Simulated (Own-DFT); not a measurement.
# Computed records: Al₃GaN₄ (wurtzite random alloy, strained, atoms displaced)

A calculation, not a measurement: plane-wave PBE density functional theory by an unreviewed code, no spin, of a simulated periodic cell, stress positive in tension, free energy of the whole cell less one offset for each atom, forces on such cells passed a denser k mesh, this cell's mesh not checked; offsets are fitted by least squares, one for each functional and potential file, so energies compare only between cells with the same atoms and settings and are not formation energies; the far tail of each file's local potential was reset to the Coulomb form; each entry is a single point on an unrelaxed cell, so the pressure reflects the starting lattice, mostly measured values, from which strain is counted, and rises with the displacements; printed positions are rounded, which can move forces by about a meV/angstrom; the program is a retired in-house code; no spin-orbit coupling. Program: Own-DFT development build.

Settings shared by all entries: functional PBE; potential files PseudoDojo norm-conserving, scalar-relativistic, standard set with the stringent files for Ga; wave cutoff 96 hartree; occupations Gaussian; smearing width 0.01 eV; k mesh 4 x 4 x 3 centred on Gamma.

(1) Al₃GaN₄ (wurtzite random alloy, strained, atoms displaced)

```
Al3GaN4
1.0
      9.2998     0.0000     0.0000
     -4.6499     8.0539     0.0000
      0.0000     0.0000    10.0655
Al N Ga Al N Al Ga N Al N Al N Al N Al N Ga Al N Ga N Al N Ga Al N Al N Al N Ga N Al N Al N Al N Al Ga N
2 2 1 1 2 1 1 2 2 2 2 2 2 2 2 2 1 1 2 2 2 2 2 1 1 2 2 2 2 2 2 2 2 2 2 2 2 2 1 1 2
Direct
  0.10786 0.22397 0.99806
  0.22453 0.11940 0.24962
  0.11422 0.22255 0.19556
  0.22949 0.11175 0.44679
  0.10545 0.21089 0.50153
  0.22372 0.11226 0.75826
  0.11311 0.23078 0.69051
  0.22941 0.11001 0.93284
  0.10370 0.55124 0.00233
  0.22117 0.44958 0.24828
  0.10015 0.54500 0.18846
  0.21533 0.44248 0.43218
  0.10859 0.55409 0.50963
  0.22614 0.45051 0.74819
  0.11481 0.55614 0.69567
  0.22742 0.44979 0.93763
  0.11610 0.88896 0.99393
  0.21910 0.78029 0.25121
  0.11072 0.89009 0.19443
  0.21158 0.77571 0.43249
  0.11674 0.89012 0.50587
  0.22149 0.78076 0.75062
  0.11365 0.89465 0.69657
  0.22397 0.78156 0.93359
  0.44222 0.22010 0.99964
  0.56207 0.11367 0.24311
  0.44618 0.22120 0.19348
  0.55325 0.10900 0.44133
  0.43548 0.21551 0.50406
  0.55132 0.10674 0.75038
  0.44391 0.22454 0.69329
  0.56011 0.12225 0.93761
  0.45030 0.56148 0.00167
  0.55218 0.43858 0.24788
  0.43514 0.55150 0.18805
  0.54818 0.44098 0.44388
  0.44493 0.56073 0.50529
  0.55335 0.45073 0.73616
  0.45159 0.55667 0.68423
  0.53729 0.42713 0.94320
  0.43975 0.89804 0.99782
  0.56038 0.78373 0.24658
  0.44612 0.88756 0.18927
  0.56855 0.78799 0.43758
  0.43947 0.88265 0.49543
  0.54287 0.77403 0.75360
  0.44239 0.89481 0.69210
  0.56406 0.78311 0.94363
  0.77771 0.23029 0.99889
  0.87912 0.10436 0.25393
  0.78118 0.21840 0.19447
  0.89291 0.11146 0.43849
  0.78162 0.22739 0.48888
  0.88578 0.10750 0.74694
  0.77836 0.22066 0.68382
  0.88594 0.11079 0.93493
  0.77718 0.56296 0.99520
  0.88591 0.44257 0.24688
  0.77065 0.54947 0.19992
  0.89633 0.45014 0.43047
  0.78194 0.56184 0.49844
  0.88599 0.44711 0.75136
  0.78178 0.55597 0.68999
  0.89531 0.45229 0.93640
  0.78109 0.88661 0.00124
  0.88225 0.77810 0.25369
  0.78303 0.89693 0.19855
  0.89048 0.78697 0.44377
  0.77471 0.89010 0.50235
  0.89787 0.78378 0.74437
  0.76663 0.88610 0.69038
  0.87893 0.76672 0.93958
```

```
free energy of cell above offsets : -22.642 eV
pressure                          : 10.36 GPa
stress xx                         : -12.23 GPa
stress yy                         : -11.29 GPa
stress zz                         : -7.55 GPa
stress yz                         : 0.11 GPa
stress xz                         : -1 GPa
stress xy                         : -0.12 GPa
```

Force:
```
element  x (eV/Å)  y (eV/Å)  z (eV/Å)
     Al     0.782     0.115     0.407
     Al     0.729    -1.338     0.904
      N    -1.363    -0.966    -1.782
      N    -2.408    -2.345    -2.197
     Ga     0.656     1.934    -0.032
     Al    -0.337     1.381    -2.417
      N     1.321    -0.689     0.866
      N    -1.696    -0.505     2.629
     Al      1.73     1.004    -0.344
     Ga    -0.213     -1.01     0.265
      N    -0.776     2.488    -1.107
      N     0.649     1.264     3.186
     Al     0.345    -0.261    -1.911
     Al      0.51    -0.889     0.726
      N    -1.066     0.844    -0.668
      N    -1.443    -0.662    -0.245
     Al    -1.334    -0.021     1.353
     Al     0.335    -0.822     -0.99
      N    -0.531     0.166    -1.354
      N     1.598    -0.309     2.131
     Al     -1.16     0.337    -0.782
     Al     0.314    -0.297    -0.232
      N     1.674     0.463    -1.397
      N    -0.838    -1.426     0.649
     Al    -0.091    -0.361     0.853
     Al    -1.114    -0.727     1.644
      N    -0.059    -1.808    -1.512
      N     0.145    -0.998     -1.46
     Ga     2.555      1.63     0.493
     Al     0.453     2.202    -0.616
      N      0.14    -0.351     0.811
      N     0.294    -0.153     0.045
     Ga    -0.434    -0.819    -0.085
     Ga    -1.505     0.713     1.385
      N      1.81     2.276     0.733
      N     0.675     1.591     0.448
     Al    -0.157    -0.619    -2.774
     Al     2.109    -1.745      2.19
      N    -2.652      1.23      1.05
      N     2.093     3.103    -1.745
     Ga     1.814    -0.536     0.487
     Al    -0.263    -1.378     0.429
      N    -0.877     0.286     0.591
      N    -2.252    -1.683    -0.208
     Al     0.098     1.002     0.072
     Al     1.329     0.817     0.066
      N      0.03    -1.827    -0.863
      N    -0.805     0.548    -1.091
     Al     1.041    -0.611     0.072
     Al     2.181     2.058     0.218
      N    -0.939     0.817    -1.579
      N    -1.053    -1.478     -0.45
     Ga    -0.378    -0.358     1.304
     Ga    -0.114     0.759    -0.069
      N    -1.467     1.107     0.965
      N     0.178     0.093     2.132
     Al     -0.44    -3.537     1.322
     Al     0.084     0.021      0.45
      N     1.326     1.967    -2.249
      N    -0.888     0.952     1.308
     Al    -0.315    -0.886    -0.533
     Al      1.01    -1.306    -0.564
      N    -0.667    -0.199      -0.8
      N    -1.496    -0.737     0.554
     Al    -0.382     1.146     0.218
     Al      1.39    -0.065     0.318
      N    -0.167    -2.074    -2.169
      N      0.71     -0.57     0.174
     Al     0.861     0.853     0.403
     Ga    -2.592    -0.952     0.756
      N     0.326    -0.937    -0.512
      N     0.975      3.09      0.13
```

(2) Al₃GaN₄ (wurtzite random alloy, strained, atoms displaced)

```
Al3GaN4
1.0
      9.2998     0.0000     0.0000
     -4.6499     8.0539     0.0000
      0.0000     0.0000    10.0655
Al N Al N Al N Ga Al N Al Ga N Al N Ga Al N Al N Ga Al N Al N Al N Al N Ga Al N Al Ga N Ga N Al N Ga Al N Al N
2 2 2 2 2 2 1 1 2 1 1 2 2 2 1 1 2 2 2 1 1 2 2 2 2 2 2 2 1 1 2 1 1 2 2 2 2 2 1 1 2 2 2
Direct
  0.11308 0.22079 0.00804
  0.22186 0.10415 0.24304
  0.10874 0.21026 0.19549
  0.21586 0.10327 0.43467
  0.12016 0.22275 0.50341
  0.22159 0.11519 0.75387
  0.10798 0.22174 0.69542
  0.22480 0.11432 0.93947
  0.10565 0.54067 0.01031
  0.22494 0.44912 0.25107
  0.10125 0.54954 0.19595
  0.22256 0.44508 0.43893
  0.09793 0.55300 0.50192
  0.22587 0.44429 0.75273
  0.10400 0.55713 0.68359
  0.22174 0.44534 0.94230
  0.10676 0.86950 0.00291
  0.21515 0.77790 0.24635
  0.10139 0.87666 0.19231
  0.21936 0.78545 0.44286
  0.10891 0.88927 0.50485
  0.22314 0.77910 0.74421
  0.11667 0.89568 0.68692
  0.23033 0.78331 0.94194
  0.43997 0.22342 0.00322
  0.55095 0.10412 0.24420
  0.44294 0.22109 0.18540
  0.54900 0.10635 0.44172
  0.44215 0.22610 0.49650
  0.54988 0.10941 0.74423
  0.44236 0.21768 0.68416
  0.55734 0.10961 0.93942
  0.43953 0.54832 0.99508
  0.55311 0.43703 0.25239
  0.43967 0.55400 0.19155
  0.55474 0.44200 0.43373
  0.44583 0.55805 0.48514
  0.55865 0.44340 0.75573
  0.44405 0.55913 0.68996
  0.55514 0.45085 0.94161
  0.44353 0.88777 0.00092
  0.55713 0.77796 0.24629
  0.42563 0.87320 0.18682
  0.56134 0.78115 0.43914
  0.44132 0.88516 0.50784
  0.56285 0.79530 0.75524
  0.43789 0.89436 0.68563
  0.55277 0.78461 0.94556
  0.77568 0.22193 0.00920
  0.88782 0.10709 0.25619
  0.77311 0.21914 0.19414
  0.88324 0.11242 0.43760
  0.78121 0.22209 0.49985
  0.90257 0.11522 0.74641
  0.78215 0.22605 0.68372
  0.88777 0.11445 0.94111
  0.77427 0.55754 0.00234
  0.89158 0.44578 0.24622
  0.77152 0.54590 0.19050
  0.88499 0.44010 0.43253
  0.77416 0.54364 0.50937
  0.89090 0.44982 0.75434
  0.77233 0.54994 0.69030
  0.90562 0.44413 0.93361
  0.77849 0.89889 0.98830
  0.88220 0.78368 0.25354
  0.78462 0.89389 0.18763
  0.89207 0.78320 0.44025
  0.78365 0.88349 0.50524
  0.89566 0.79547 0.75136
  0.78244 0.89596 0.68967
  0.88386 0.76208 0.93935
```

```
free energy of cell above offsets : -21.960 eV
pressure                          : 10.84 GPa
stress xx                         : -13.63 GPa
stress yy                         : -9.46 GPa
stress zz                         : -9.42 GPa
stress yz                         : 0.34 GPa
stress xz                         : 0.51 GPa
stress xy                         : -1.34 GPa
```

Force:
```
element  x (eV/Å)  y (eV/Å)  z (eV/Å)
     Al    -0.499    -0.312    -0.504
     Al    -0.199    -0.377     1.171
      N    -0.698     1.758    -0.759
      N     0.383     1.143     0.327
     Al    -1.476     -0.03    -1.051
     Al     1.113    -0.167    -0.414
      N     3.744     2.111    -1.911
      N    -1.643    -1.716     0.067
     Al     0.467     2.358    -0.818
     Al    -0.501    -1.446     0.471
      N      3.24     0.431    -1.762
      N     0.222    -0.471    -0.058
     Ga     1.513     0.763    -1.301
     Al    -1.012      0.92    -0.632
      N     1.262     0.029     2.678
      N    -0.795    -1.539     -0.47
     Al        -1     1.683    -0.163
     Ga     0.326     -1.29      2.39
      N    -1.797     1.693    -1.548
      N     0.918    -0.671     0.134
     Al     0.241     0.223    -1.151
     Al    -0.619    -0.539     1.164
      N    -0.956    -0.164     1.321
      N    -0.411    -1.992    -1.036
     Ga      1.41    -0.121    -1.289
     Al    -0.359    -0.354     1.514
      N     0.167    -0.589     2.022
      N     0.376     0.497    -0.734
     Al     0.468    -1.512    -0.075
     Al     1.242      1.18     0.597
      N    -0.988     1.231     0.873
      N    -0.757    -0.267    -0.799
     Ga    -0.533     2.143     1.446
     Al    -0.316      0.65    -0.946
      N     1.088     0.016      0.32
      N     0.059     0.422     1.068
     Al    -0.004     0.022     1.923
     Al     -1.24    -0.029    -1.282
      N     0.678     0.417    -0.004
      N     1.154    -1.577    -1.413
     Al    -0.728     0.761     0.278
     Al    -0.296      0.27     0.291
      N     3.123      2.31     -0.31
      N    -0.277     0.047    -0.121
     Al    -0.066      0.42     -2.59
     Al    -0.632     -1.85    -0.784
      N     1.677    -0.764     1.559
      N     0.482    -0.797    -1.664
     Ga    -0.013     0.413    -1.461
     Al    -0.205     0.601    -0.523
      N     0.605    -1.209     0.523
      N     2.024    -0.696     1.322
     Al    -1.381    -0.354    -0.455
     Ga    -4.269     0.154     1.436
      N    -0.886    -0.001     1.005
      N     1.785     1.466    -0.494
     Ga     1.304    -2.319     0.662
     Ga    -2.086    -1.351     1.198
      N    -1.265     1.799     0.422
      N    -1.348    -0.338      1.55
     Al    -0.359     0.983    -1.934
     Al      0.16    -1.065    -1.094
      N     0.356     1.397      0.78
      N     -2.15    -0.146     1.143
     Ga     1.197    -1.875     2.049
     Al     1.332    -1.697    -0.038
      N     -1.62    -0.504    -0.026
      N     0.255    -1.739     0.496
     Al    -1.811      1.29    -1.151
     Al     1.075    -2.543    -0.015
      N    -0.401    -1.398     0.229
      N     0.154      4.21    -1.645
```

(3) Al₃GaN₄ (wurtzite random alloy, strained, atoms displaced)

```
Al3GaN4
1.0
      9.2998     0.0000     0.0000
     -4.6499     8.0539     0.0000
      0.0000     0.0000    10.0655
Al N Al N Ga Al N Al N Al N Al N Ga Al N Ga Al N Al N Al N Al N Al N Ga N Al Ga N Al N Ga Al N Ga N Al N
2 2 2 2 1 1 2 2 2 2 2 2 2 1 1 2 1 1 2 2 2 2 2 2 2 2 2 2 2 1 1 2 2 2 1 1 2 2 2 2 2
Direct
  0.11895 0.23242 0.99708
  0.22958 0.11676 0.24487
  0.11395 0.22147 0.19250
  0.23222 0.13052 0.43039
  0.10815 0.22712 0.49382
  0.22455 0.11044 0.75353
  0.11980 0.22420 0.68898
  0.22284 0.10636 0.93872
  0.11699 0.55829 0.99903
  0.22082 0.44213 0.24879
  0.11101 0.56657 0.19146
  0.21931 0.44059 0.43675
  0.10253 0.55352 0.49540
  0.22183 0.43538 0.75160
  0.11905 0.55527 0.68780
  0.22768 0.43852 0.94429
  0.11190 0.89190 0.99765
  0.22498 0.77762 0.24598
  0.10279 0.88654 0.19356
  0.22281 0.77355 0.44625
  0.11469 0.88538 0.49961
  0.21936 0.76882 0.75029
  0.10413 0.88696 0.67809
  0.21553 0.77981 0.94156
  0.44483 0.22467 0.99502
  0.55905 0.10134 0.24426
  0.44818 0.22732 0.18579
  0.55659 0.10766 0.44390
  0.44078 0.21623 0.50059
  0.55451 0.10518 0.74782
  0.44993 0.21470 0.69135
  0.54947 0.11404 0.94291
  0.44616 0.55625 0.99861
  0.55260 0.44524 0.25296
  0.43943 0.54963 0.20009
  0.55405 0.43838 0.44563
  0.44945 0.54868 0.49413
  0.55419 0.43925 0.75152
  0.44885 0.56573 0.68640
  0.55125 0.44869 0.93945
  0.44095 0.89221 0.00074
  0.55598 0.77225 0.24612
  0.44494 0.88674 0.19494
  0.54301 0.77173 0.44002
  0.44552 0.88006 0.50085
  0.55961 0.77607 0.75226
  0.43848 0.88588 0.69014
  0.55826 0.77567 0.93478
  0.77096 0.21632 0.99353
  0.88901 0.10898 0.24396
  0.77728 0.21251 0.18254
  0.89085 0.10908 0.44133
  0.77453 0.21902 0.50301
  0.88957 0.10925 0.74642
  0.77830 0.22748 0.68578
  0.88744 0.10717 0.94476
  0.77358 0.55697 0.99653
  0.88137 0.44609 0.25021
  0.77807 0.55528 0.19362
  0.88365 0.43091 0.44195
  0.77907 0.55567 0.50373
  0.88281 0.43598 0.75055
  0.77745 0.55698 0.68759
  0.88752 0.43417 0.94456
  0.77857 0.88727 0.00396
  0.88908 0.77436 0.25226
  0.78358 0.88438 0.19753
  0.88492 0.77821 0.44447
  0.77777 0.88391 0.50237
  0.89192 0.78689 0.74899
  0.77006 0.88509 0.69211
  0.89110 0.78579 0.95148
```

```
free energy of cell above offsets : -22.875 eV
pressure                          : 10.39 GPa
stress xx                         : -11.58 GPa
stress yy                         : -13.89 GPa
stress zz                         : -5.69 GPa
stress yz                         : -0.29 GPa
stress xz                         : 0.28 GPa
stress xy                         : 0.31 GPa
```

Force:
```
element  x (eV/Å)  y (eV/Å)  z (eV/Å)
     Al     -0.39    -3.393     1.513
     Al    -0.328    -0.801     0.496
      N     0.341     0.882     -1.82
      N    -1.254    -2.823     0.546
     Al     1.166    -0.623     0.498
     Al     0.379    -0.597    -1.324
      N    -0.034    -0.654    -0.392
      N    -1.543     0.551    -0.389
     Ga    -0.702     -0.79     0.597
     Al     -1.16     0.076      0.74
      N     0.602    -2.355     0.319
      N    -0.258     1.236     0.079
     Al     1.824    -0.474     0.668
     Al     0.172     2.059    -0.715
      N    -1.278    -1.357     0.595
      N    -0.259      1.89    -1.438
     Al     -0.54    -0.306     1.723
     Al    -1.172     1.015     1.606
      N     3.058     1.575    -1.187
      N    -0.493     0.411    -1.504
     Al     -0.83     1.273    -1.614
     Al    -0.588     1.024    -0.581
      N     0.966     0.471     2.749
      N     1.267     0.607     -0.95
     Ga    -0.685     0.559     1.262
     Al    -1.029     1.995     1.476
      N     0.873    -0.636     0.888
      N     0.595    -1.027     -1.36
     Ga     0.753    -0.073     0.246
     Al     0.283    -0.189     0.278
      N    -1.611      0.91     1.169
      N     1.167    -2.165    -1.946
     Al    -0.289     0.502     1.021
     Al     1.082    -0.713     0.391
      N     0.352      0.88    -2.143
      N     0.294     0.879    -1.689
     Al    -2.336     0.696     1.005
     Al    -0.477     0.828    -1.072
      N     0.574    -2.451     0.375
      N     1.222     0.495    -0.682
     Al     0.663    -0.577    -0.198
     Al    -0.075     0.518      1.43
      N     0.287    -0.773    -1.779
      N     2.942    -0.282    -0.853
     Al    -1.502     1.076     0.538
     Al    -1.803     0.051    -0.698
      N     1.067    -0.048     0.565
      N    -1.874     0.035     1.498
     Ga     0.732    -0.399     1.026
     Ga     0.643     0.072     1.441
      N    -1.582     1.708     1.199
      N     -0.99    -0.506     0.678
     Al     0.504    -0.958    -0.885
     Ga     0.048     0.547     0.651
      N    -0.216    -1.358     0.854
      N     1.214     1.157    -1.099
     Al     1.106    -0.118      0.86
     Al     1.665    -1.288     0.006
      N    -1.311    -1.281    -1.387
      N    -0.159     1.327    -1.171
     Ga     0.132    -0.509    -0.795
     Al     0.664     2.053     0.166
      N      0.32    -0.029     2.893
      N    -1.387     2.545    -1.729
     Ga     -1.01     0.561     0.833
     Ga     0.182    -0.216     1.063
      N    -2.768    -0.436    -0.946
      N      1.35     0.334     0.021
     Al    -1.553     0.674    -0.453
     Al     0.058    -1.258     0.424
      N     1.154     0.096    -0.836
      N     1.779      -2.1    -2.747
```
